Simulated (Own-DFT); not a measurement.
# How strain changes the stress of diamond-structure SiGeSn with randomly placed atoms, 64 atoms (Ge40Si16Sn8)

All numbers below are calculated, not measured. They come from Own-DFT, an in-house plane-wave density functional program, since retired, whose code no person has reviewed. Each row is one single-point run on a periodic cell that was not relaxed, without spin or spin-orbit coupling.

Settings of every run: PBE; PseudoDojo norm-conserving scalar-relativistic files; cutoff 49 hartree; 3 x 3 x 3 k mesh centred on Gamma; Fermi-Dirac smearing of 0.1 eV.

Known limits: forces on such cells moved up to 12 meV/angstrom on a denser k mesh; stress not checked against mesh or cutoff.

Unstrained cell vectors in Å: (11.410, 0.000, 0.000); (0.000, 11.410, 0.000); (0.000, 0.000, 11.410). The unstrained cell has measured lattice constants (interpolated for alloys), not those of this functional. That, the random moves and any unrelaxed bonds set the pressure at no strain. Each run strains this cell uniformly, with the atoms carried along. Every atom was also moved at random, by a Gaussian of width 0.05 Å on each axis. The random placing of the alloy's atoms differs from row to row. Strain is the symmetric tensor, in per cent. Stress is positive in tension, and the pressure is minus a third of its trace.

| run | e_xx (%) | e_yy (%) | e_zz (%) | s_xx (GPa) | s_yy (GPa) | s_zz (GPa) | P (GPa) | E (meV/atom) |
|---|---|---|---|---|---|---|---|---|
| 1 | -1.50 | -1.50 | 0.00 | -7.52 | -7.68 | -6.63 | 7.28 | 35.1 |
| 2 | 0.75 | 0.75 | 0.00 | -3.51 | -3.40 | -3.87 | 3.59 | 2.3 |
| 3 | -0.50 | -0.50 | 0.00 | -6.29 | -6.01 | -5.73 | 6.01 | 50.0 |
| 4 | -1.00 | -1.00 | 0.00 | -6.57 | -6.74 | -5.91 | 6.41 | 24.2 |
| 5 | -3.00 | -3.00 | 0.00 | -11.11 | -11.05 | -8.74 | 10.30 | 78.0 |
| 6 | 1.25 | 1.25 | 0.00 | -2.72 | -2.72 | -3.47 | 2.97 | 0.0 |
| 7 | -0.25 | -0.25 | 0.00 | -5.24 | -5.16 | -5.15 | 5.18 | 13.2 |
| 8 | 1.00 | 1.00 | 0.00 | -3.17 | -3.10 | -3.60 | 3.29 | 1.6 |
| 9 | -2.00 | -2.00 | 0.00 | ? | ? | ? | ? | ? |

E is the free energy for each atom above the lowest run shown.

## Worked fit

The change of volume is close to e_xx + e_yy + e_zz. A straight line through the runs shown gives P = 4.95 - 86 x (fractional change of volume) GPa, with an error of 3 on the slope and a scatter of 0.23 GPa. The strain isn't the same on all axes, but the crystal is cubic, so the slope still estimates the bulk modulus, averaged over pressures from 3.0 to 10.3 GPa.

## Withheld run

Question: what pressure should run 9 give? Its volume changes by -3.96 %.

The line gives 8.4 GPa. The calculation gave 8.20 GPa.
